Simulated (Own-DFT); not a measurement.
Si2SnGe13 (diamond-structure random alloy, strained, atoms displaced) (calculated)

All values are calculated (Own-DFT development build). A calculation, not a measurement: plane-wave density functional theory by an unreviewed code, no spin, of a simulated periodic cell, stress positive in tension, run twice, with PBE and with PBEsol, both on files made for PBE, so the change isn't that of files made for PBEsol, forces on such cells moved up to 12 meV/angstrom on a denser k mesh; the far tail of each file's local potential was reset to the Coulomb form; each entry is a single point on an unrelaxed cell, so the pressure reflects the starting lattice, mostly measured values (interpolated for alloys), from which strain is counted, and rises with the displacements; printed positions are rounded, which can move forces by about a meV/angstrom; the program, named Own-DFT, is a retired in-house code; no spin-orbit coupling; stress was not checked against mesh or cutoff.

Entry: Si2SnGe13 (diamond-structure random alloy, strained, atoms displaced)

```
Si2SnGe13
1.0
     11.3347     0.0000     0.0000
      0.0000    11.3347     0.0000
      0.0000     0.0000    11.3631
Ge Si Ge Sn Ge Sn Ge Si Ge Si Ge Si Ge Si Ge Sn Ge Sn Si Ge Si Ge
2 1 4 1 3 1 4 1 6 2 6 1 18 1 4 1 1 1 1 1 1 3
Direct
  0.99463 0.99801 0.99521
  0.00242 0.24878 0.25162
  0.25070 0.01010 0.25893
  0.25771 0.25219 0.00132
  0.12394 0.12680 0.12443
  0.11743 0.37436 0.37318
  0.36976 0.12658 0.37348
  0.36716 0.37576 0.13406
  0.99909 0.99710 0.49938
  0.99308 0.24994 0.74481
  0.24965 0.99068 0.76236
  0.24670 0.24573 0.49744
  0.12508 0.13253 0.61793
  0.12051 0.37667 0.87171
  0.37019 0.13190 0.87774
  0.38057 0.38319 0.62767
  0.99944 0.49779 0.00027
  0.99728 0.74571 0.25334
  0.24616 0.50292 0.25430
  0.25478 0.74563 0.00972
  0.12623 0.62137 0.13018
  0.13040 0.87338 0.37805
  0.37565 0.62341 0.37822
  0.37260 0.88019 0.12128
  0.99851 0.50033 0.50361
  0.99780 0.74558 0.75354
  0.24669 0.49858 0.75623
  0.25385 0.74824 0.49625
  0.13752 0.62744 0.62759
  0.11746 0.88131 0.87491
  0.37439 0.62003 0.87877
  0.37632 0.87994 0.62246
  0.50122 0.99566 0.00763
  0.50233 0.25103 0.24808
  0.75279 0.00664 0.24132
  0.75530 0.24699 0.99511
  0.61790 0.11667 0.11984
  0.62448 0.37177 0.37512
  0.87839 0.13099 0.37752
  0.87141 0.36922 0.12370
  0.49817 0.99663 0.49828
  0.49748 0.24730 0.75096
  0.74972 0.00204 0.75128
  0.74768 0.23934 0.49912
  0.62949 0.12187 0.63315
  0.62746 0.37294 0.87442
  0.87514 0.12476 0.87496
  0.87609 0.38158 0.62387
  0.50418 0.49170 0.00935
  0.49720 0.75099 0.24974
  0.75715 0.50784 0.25264
  0.75446 0.75354 0.99392
  0.62216 0.61838 0.12255
  0.62721 0.86218 0.37881
  0.88369 0.62421 0.36193
  0.86990 0.87866 0.12302
  0.49514 0.49230 0.50675
  0.50203 0.74514 0.74792
  0.75238 0.49873 0.75293
  0.74876 0.75759 0.49033
  0.62302 0.62488 0.62041
  0.62890 0.86952 0.87385
  0.87475 0.63008 0.88092
  0.87881 0.87145 0.62281
```

- functional: PBE, then PBEsol
- potential files: PseudoDojo norm-conserving, scalar-relativistic, standard set
- wave cutoff: 49 hartree
- occupations: Fermi-Dirac
- smearing width: 0.1 eV
- k mesh: 3 x 3 x 3 centred on Gamma
- PBE pressure: 5.17 GPa
- PBE stress xx: -5.32 GPa
- PBE stress yy: -5.14 GPa
- PBE stress zz: -5.05 GPa
- PBE stress yz: -0.08 GPa
- PBE stress xz: 0.73 GPa
- PBE stress xy: -0.32 GPa
- PBEsol pressure: 2.29 GPa
- PBEsol stress xx: -2.44 GPa
- PBEsol stress yy: -2.27 GPa
- PBEsol stress zz: -2.17 GPa
- PBEsol stress yz: -0.08 GPa
- PBEsol stress xz: 0.69 GPa
- PBEsol stress xy: -0.31 GPa
- rms change of force components from PBE to PBEsol: 0.046 eV/Å

Force:
```tsv
force element	PBE force x (eV/Å)	PBE force y (eV/Å)	PBE force z (eV/Å)	PBEsol force x (eV/Å)	PBEsol force y (eV/Å)	PBEsol force z (eV/Å)
Ge	1.354	1.555	-0.107	1.309	1.506	-0.119
Ge	-0.503	0.232	-0.659	-0.484	0.225	-0.633
Si	-0.436	-1.527	-1.666	-0.453	-1.462	-1.597
Ge	-2.555	-0.587	-0.982	-2.473	-0.58	-0.952
Ge	0.386	-0.541	-0.132	0.343	-0.484	-0.143
Ge	-0.413	1.407	0.085	-0.371	1.325	0.039
Ge	2.462	-0.935	-0.811	2.421	-0.865	-0.747
Sn	0.791	0.218	-0.037	0.78	0.208	-0.045
Ge	0.408	0.329	-0.006	0.399	0.321	-0.002
Ge	0.609	0.085	0.15	0.596	0.087	0.138
Ge	0.461	1.322	-1.837	0.413	1.304	-1.736
Sn	1.273	2.619	0.012	1.228	2.535	0.004
Ge	-1.813	-2.862	2.845	-1.782	-2.768	2.747
Ge	-0.29	-0.683	0.651	-0.239	-0.678	0.586
Ge	0.822	-1.502	-0.13	0.79	-1.445	-0.123
Ge	-1.255	-1.237	1.352	-1.207	-1.19	1.304
Si	-0.045	0.162	0.283	-0.042	0.158	0.279
Ge	2.008	1.108	-0.769	1.943	1.05	-0.736
Ge	-1.02	0.793	1.567	-0.993	0.769	1.512
Ge	-0.624	0.631	-0.728	-0.628	0.557	-0.729
Ge	-0.769	0.143	-0.647	-0.706	0.165	-0.586
Ge	-0.399	0.35	-0.673	-0.42	0.306	-0.612
Ge	0.354	-0.283	-0.275	0.327	-0.273	-0.266
Si	-0.424	0.007	1.602	-0.387	-0.02	1.535
Si	0.623	0.632	-0.456	0.615	0.611	-0.448
Ge	0.65	0.238	-0.572	0.626	0.246	-0.544
Ge	0.643	0.043	-0.292	0.63	0.048	-0.286
Ge	0.419	0.756	0.898	0.377	0.697	0.844
Ge	-1.401	-0.308	-0.341	-1.328	-0.281	-0.304
Ge	0.421	-1.765	0.634	0.399	-1.689	0.603
Ge	-0.176	-0.615	1.054	-0.181	-0.601	1.02
Si	-0.979	-0.048	-0.028	-0.961	-0.044	-0.033
Ge	-0.811	-0.481	-1.83	-0.731	-0.42	-1.789
Ge	0.662	-1.401	0.793	0.631	-1.357	0.775
Ge	-1.652	0.939	2.649	-1.604	0.908	2.549
Ge	-1.153	-0.14	0.511	-1.111	-0.136	0.491
Ge	1.127	1.649	0.615	1.096	1.583	0.596
Ge	0.665	0.593	0.039	0.604	0.535	0.062
Ge	-0.089	-1.113	-0.543	-0.085	-1.075	-0.527
Ge	0.397	0.976	0.482	0.386	0.883	0.463
Ge	0.367	0.319	0.098	0.385	0.331	0.069
Ge	0.38	0.437	-0.101	0.372	0.43	-0.091
Ge	0.673	-1.007	0.235	0.645	-0.97	0.23
Ge	0.04	1.396	0.587	0.044	1.348	0.566
Ge	-1.137	0.055	-0.948	-1.089	0.054	-0.919
Ge	0.047	0.113	-0.168	0.014	0.07	-0.122
Ge	0.198	-0.027	-0.572	0.182	-0.029	-0.551
Ge	-0.887	-0.349	-0.124	-0.851	-0.416	-0.1
Ge	0.106	0.558	-1.771	0.106	0.556	-1.712
Ge	-0.182	-0.113	-0.627	-0.14	-0.146	-0.567
Si	-1.096	-1.366	-0.793	-1.072	-1.334	-0.783
Ge	-1.802	-1.452	0.229	-1.741	-1.4	0.202
Ge	1.106	1.092	0.663	1.032	1.072	0.613
Ge	-1.274	2.58	-1.889	-1.232	2.486	-1.819
Ge	-0.98	-0.742	2.652	-0.923	-0.636	2.555
Sn	1.143	-1.113	0.503	1.103	-1.073	0.472
Ge	1.645	1.484	-1.263	1.548	1.403	-1.241
Sn	-0.905	0.408	-0.359	-0.885	0.407	-0.263
Si	-0.452	0.82	-0.47	-0.414	0.769	-0.428
Ge	1.577	-2.527	1.769	1.532	-2.402	1.683
Si	1.895	-1.387	-0.835	1.824	-1.334	-0.852
Ge	0.162	1.54	0.677	0.176	1.492	0.664
Ge	0.252	-1.672	-0.544	0.24	-1.541	-0.528
Ge	-0.603	0.199	0.355	-0.584	0.203	0.335
```
